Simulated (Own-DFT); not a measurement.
# What a defect does to the pressure of its cell: C11b WSi2

Everything here is calculated. The program is Own-DFT (plane waves, in-house, since retired, never reviewed by a person); positions were held fixed, and spin and spin-orbit coupling were off.

All runs used: PBE; PseudoDojo norm-conserving scalar-relativistic files; cutoff 50 hartree; 5 x 5 x 5 k mesh centred on Gamma; cold (Marzari-Vanderbilt) smearing of 0.2 eV.

Caveats: forces on such cells failed a check on a denser k mesh; stress not checked against mesh or cutoff.

All runs share one cell, with vectors in Å (-2.148, -5.953, 3.409); (-6.444, 2.976, 1.136); (-2.553, -2.948, -6.757) and a volume of 403.2 Å³. The atoms are randomly displaced, by u rms on each axis. The defect's site can differ from row to row.

```
cell,formula,u (Å),P (GPa)
no defect,Si20W10,0.0217,4.45
no defect,Si20W10,0.0438,5.56
no defect,Si20W10,0.0490,6.01
one Si on a W site,Si21W9,0.0290,6.21
one Si on a W site,Si21W9,0.0321,6.42
one Si on a W site,Si21W9,0.0462,7.23
one Si vacancy,Si19W10,0.0281,3.27
one Si vacancy,Si19W10,0.0531,4.69
one Si vacancy,Si19W10,0.0545,4.87
one W on a Si site,Si19W11,0.0296,9.84
one W on a Si site,Si19W11,0.0300,9.88
one W on a Si site,Si19W11,0.0472,11.66
one W on a Si site,Si19W11,0.0500,?
one W vacancy,Si20W9,0.0321,2.94
one W vacancy,Si20W9,0.0463,4.99
one W vacancy,Si20W9,0.0492,4.12
```

## What the rows give

P = P0 + c u² + a shift for each defect gives P0 = 3.92 GPa, c = 889 ± 126 GPa/Å² and a scatter of 0.36 GPa. The shifts, and each times the cell's volume:

- one W on a Si site: 5.35 ± 0.30 GPa, 13.5 eV
- one Si on a W site: 1.51 ± 0.30 GPa, 3.8 eV
- one W vacancy: -1.56 ± 0.30 GPa, -3.9 eV
- one Si vacancy: -1.60 ± 0.30 GPa, -4.0 eV

Against the defect-free cell, a freed cell would be larger where the shift is positive and smaller where it is negative (160.2 GPa Å³ is 1 eV). The atoms around the defects weren't relaxed, which would change these numbers.

## Test on the hidden row

Asked: what pressure belongs in the blank (one W on a Si site, u = 0.0500 Å)?

The fit gives 11.50 ± 0.44 GPa. Computed: 11.41 GPa.
